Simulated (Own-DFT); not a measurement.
# Stretching a layer in its plane: wurtzite AlGaN with randomly placed atoms, 72 atoms (Al9Ga27N36)

The numbers are computed, not measured, by runs of the plane-wave DFT program Own-DFT (in-house, retired, unreviewed) at fixed positions, with no spin and no spin-orbit coupling.

Common settings: PBE; PseudoDojo norm-conserving scalar-relativistic files (stringent for Ga); cutoff 96 hartree; 4 x 4 x 3 k mesh centred on Gamma; Gaussian smearing of 0.01 eV.

Known weak points: forces on such cells passed a denser k mesh, each cell not checked; stress not checked against mesh or cutoff.

Unstrained cell vectors in Å: (9.509, 0.000, 0.000); (-4.755, 8.235, 0.000); (0.000, 0.000, 10.268). The unstrained cell has measured lattice constants (interpolated for alloys), not those of this functional. That, the random moves and any unrelaxed bonds set the pressure at no strain. Each run strains x and y alike by e, as a substrate would, and holds the height along z. Each coordinate of each atom was shifted by a normal deviate of width 0.05 Å. The random placing of the alloy's atoms differs from row to row. Stress is positive in tension.

```
e (%)  u (Å)  (s_xx + s_yy)/2 (GPa)  s_zz (GPa)
-2.75  0.053                 -25.57      -12.80
-1.25  0.049                 -14.52       -8.69
-0.25  0.049                      ?           ?
 0.50  0.050                  -3.84       -7.47
 0.75  0.049                  -2.92       -6.02
 1.25  0.054                  -1.17       -5.46
 1.75  0.045                   2.23       -4.53
 2.00  0.050                   2.59       -4.20
 2.75  0.048                   6.07       -2.40
 3.00  0.050                   7.23       -2.73
```

## Analysis

With e as a fraction, the in-plane stress is -7.0 + 572 e - 3492 e² GPa (errors 8 and 472, scatter 0.44), and s_zz is -7.6 + 172 e GPa (slope ± 11, scatter 0.57). At e = 0 the first slope is C11 + C12 and the second 2 C13, both with the ions held to the strained lattice and at the cell's own pressure. The term in e² is negative: the layer stiffens under compression and softens under tension. A free layer would change its height as e changes, and the in-plane slope would drop by 2 C13²/C33 to the biaxial modulus. At fixed height, a misfit of 1 % moves the in-plane stress by about 5.7 GPa and s_zz by 1.7 GPa.

## Test on the hidden row

Asked: what are the two stresses at e = -0.25 %?

The fit gives -8.5 and -8.0 GPa. The hidden result is -9.09 and -6.73 GPa.
